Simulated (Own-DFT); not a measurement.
# What a defect does to the pressure of its cell: zincblende GaAs

Everything here is calculated. The program is Own-DFT (plane waves, in-house, since retired, never reviewed by a person); positions were held fixed, and spin and spin-orbit coupling were off.

Settings: PBE; PseudoDojo norm-conserving scalar-relativistic files; cutoff 42 hartree; 3 x 3 x 3 k mesh centred on Gamma; Fermi-Dirac smearing of 0.1 eV.

Caveats (not all hold for every row): not probed for a lower state with spin; forces on such cells failed a check on a denser k mesh; forces not confirmed at this smearing and k mesh; forces on such cells passed a denser k mesh, each cell not checked; stress not checked against mesh or cutoff.

All runs share one cell, with vectors in Å (11.307, 0.000, 0.000); (0.000, 11.307, 0.000); (0.000, 0.000, 11.307) and a volume of 1445.4 Å³. The atoms are randomly displaced, by u rms on each axis. The defect's site can differ from row to row.

```
                                        cell     formula   u (Å)  P (GPa)
                                   no defect    As32Ga32  0.0198     3.52
                                   no defect    As32Ga32  0.0509     3.94
                                   no defect    As32Ga32  0.0511     4.05
                         one In on a Ga site  As32Ga31In  0.0314     4.34
                         one In on a Ga site  As32Ga31In  0.0530     4.67
                         one In on a Ga site  As32Ga31In  0.0553     4.69
                    two As on a Ga site each    As34Ga30  0.0279     4.80
                    two As on a Ga site each    As34Ga30  0.0294     4.79
                    two As on a Ga site each    As34Ga30  0.0295     4.75
                            two Ga vacancies    As32Ga30  0.0267     2.88
                            two Ga vacancies    As32Ga30  0.0281     2.89
                            two Ga vacancies    As32Ga30  0.0295        ?
                            two Ga vacancies    As32Ga30  0.0316     3.01
one As on a Ga site and one Ga on an As site    As32Ga32  0.0297     3.90
one As on a Ga site and one Ga on an As site    As32Ga32  0.0304     3.96
one As on a Ga site and one Ga on an As site    As32Ga32  0.0519     4.39
```

## Analysis

P = P0 + c u² + a shift for each defect gives P0 = 3.44 GPa, c = 214 ± 18 GPa/Å² and a scatter of 0.05 GPa. The shifts, and each times the cell's volume:

- two As on a Ga site each: 1.17 ± 0.04 GPa, 10.5 eV (5.3 eV for each of its 2 sites)
- one In on a Ga site: 0.64 ± 0.04 GPa, 5.8 eV
- one As on a Ga site and one Ga on an As site: 0.33 ± 0.04 GPa, 2.9 eV
- two Ga vacancies: -0.69 ± 0.04 GPa, -6.2 eV (-3.1 eV for each of its 2 sites)

Against the defect-free cell, a freed cell would be larger where the shift is positive and smaller where it is negative (160.2 GPa Å³ is 1 eV). The atoms around the defects weren't relaxed, which would change these numbers.

## Test on the hidden row

Q: what pressure belongs in the blank (two Ga vacancies, u = 0.0295 Å)?

The fit gives 2.94 ± 0.06 GPa. The run itself gave 2.87 GPa.
